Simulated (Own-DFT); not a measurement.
# Which defects push the lattice out? C40 NbSi2

Source: density functional calculations with Own-DFT, an unreviewed in-house program that is no longer used. Nothing was measured or relaxed, and spin and spin-orbit coupling are left out.

Method: PBE; PseudoDojo norm-conserving scalar-relativistic files; cutoff 42 hartree; 4 x 4 x 5 k mesh centred on Gamma; cold (Marzari-Vanderbilt) smearing of 0.2 eV.

Known weak points: forces on such cells failed a check on a denser k mesh; stress not checked against mesh or cutoff.

All runs share one cell, with vectors in Å (0.000, 8.324, 0.000); (-9.613, 0.000, 0.000); (0.000, 0.000, 6.586) and a volume of 527.0 Å³. Atoms were moved at random from their sites; u is the rms move along one axis. The defect's site can differ from row to row.

```
cell,formula,u (Å),P (GPa)
no defect,Nb12Si24,0.0190,1.50
no defect,Nb12Si24,0.0204,1.48
no defect,Nb12Si24,0.0507,2.55
one Si vacancy,Nb12Si23,0.0281,0.85
one Si vacancy,Nb12Si23,0.0329,0.94
one Si vacancy,Nb12Si23,0.0504,1.89
two Nb vacancies,Nb10Si24,0.0309,-0.25
two Nb vacancies,Nb10Si24,0.0470,0.50
two Nb vacancies,Nb10Si24,0.0521,0.65
two Nb on a Si site each,Nb14Si22,0.0331,7.61
two Nb on a Si site each,Nb14Si22,0.0462,8.03
two Nb on a Si site each,Nb14Si22,0.0482,8.53
two Si on a Nb site each,Nb10Si26,0.0273,1.68
two Si on a Nb site each,Nb10Si26,0.0279,?
two Si on a Nb site each,Nb10Si26,0.0499,2.33
two Si on a Nb site each,Nb10Si26,0.0543,2.86
```

## Analysis

P = P0 + c u² + a shift for each defect gives P0 = 1.26 GPa, c = 528 ± 43 GPa/Å² and a scatter of 0.14 GPa. The shifts, and each times the cell's volume:

- two Nb on a Si site each: 5.82 ± 0.12 GPa, 19.2 eV (9.6 eV for each of its 2 sites)
- two Si on a Nb site each: -0.05 ± 0.12 GPa, -0.2 eV (-0.1 eV for each of its 2 sites) (not resolved)
- one Si vacancy: -0.80 ± 0.11 GPa, -2.6 eV
- two Nb vacancies: -1.99 ± 0.12 GPa, -6.5 eV (-3.3 eV for each of its 2 sites)

A positive shift means that the defect pushes the cell outwards. Shift times volume (160.2 GPa Å³ is 1 eV) depends little on the cell's size, so, taken for each site, it can be compared between cells at like pressure. The atoms around the defects weren't relaxed, which would change these numbers.

## Withheld run

Asked: what pressure belongs in the blank (two Si on a Nb site each, u = 0.0279 Å)?

From the fit: 1.61 ± 0.17 GPa. DFT gave 1.77 GPa.
